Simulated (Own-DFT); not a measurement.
# One host, several defects: zincblende GaAs

The numbers are computed, not measured, by runs of the plane-wave DFT program Own-DFT (in-house, retired, unreviewed) at fixed positions, with no spin and no spin-orbit coupling.

All runs used: PBE; PseudoDojo norm-conserving scalar-relativistic files; cutoff 42 hartree; 3 x 3 x 3 k mesh centred on Gamma; Fermi-Dirac smearing of 0.1 eV.

Known weak points (not all hold for every row): not probed for a lower state with spin; forces not confirmed at this smearing and k mesh; stress not checked against mesh or cutoff.

All runs share one cell, with vectors in Å (11.737, 0.000, 0.000); (0.000, 11.737, 0.000); (0.000, 0.000, 10.833) and a volume of 1492.4 Å³, strained against the parent crystal. Atoms were moved at random from their sites; u is the rms move along one axis. The defect's site can differ from row to row.

```
                             cell     formula   u (Å)  P (GPa)
                        no defect    As32Ga32  0.0289     1.25
                        no defect    As32Ga32  0.0328     1.26
                        no defect    As32Ga32  0.0504     1.53
              one Al on a Ga site  AlAs32Ga31  0.0295     1.24
              one Al on a Ga site  AlAs32Ga31  0.0314     1.23
              one Al on a Ga site  AlAs32Ga31  0.0455     1.38
              one P on an As site   As31Ga32P  0.0267     0.98
              one P on an As site   As31Ga32P  0.0284     1.00
              one P on an As site   As31Ga32P  0.0295        ?
              one P on an As site   As31Ga32P  0.0311     1.01
              one In on a Ga site  As32Ga31In  0.0489     2.14
              one In on a Ga site  As32Ga31In  0.0524     2.21
              one In on a Ga site  As32Ga31In  0.0548     2.39
one As vacancy and one Ga vacancy    As31Ga31  0.0294     0.95
one As vacancy and one Ga vacancy    As31Ga31  0.0330     1.00
one As vacancy and one Ga vacancy    As31Ga31  0.0503     1.21
```

## What the rows give

P = P0 + c u² + a shift for each defect gives P0 = 1.10 GPa, c = 162 ± 21 GPa/Å² and a scatter of 0.04 GPa. The shifts, and each times the cell's volume:

- one In on a Ga site: 0.70 ± 0.04 GPa, 6.6 eV
- one Al on a Ga site: -0.03 ± 0.04 GPa, -0.3 eV (not resolved)
- one P on an As site: -0.24 ± 0.04 GPa, -2.2 eV
- one As vacancy and one Ga vacancy: -0.29 ± 0.04 GPa, -2.7 eV

A positive shift means that the defect pushes the cell outwards. Shift times volume (160.2 GPa Å³ is 1 eV) depends little on the cell's size, so, taken for each site, it can be compared between cells at like pressure. The atoms around the defects weren't relaxed, which would change these numbers.

## The run left out

Q: what pressure belongs in the blank (one P on an As site, u = 0.0295 Å)?

From the fit: 1.00 ± 0.05 GPa. The calculation gave 0.99 GPa.
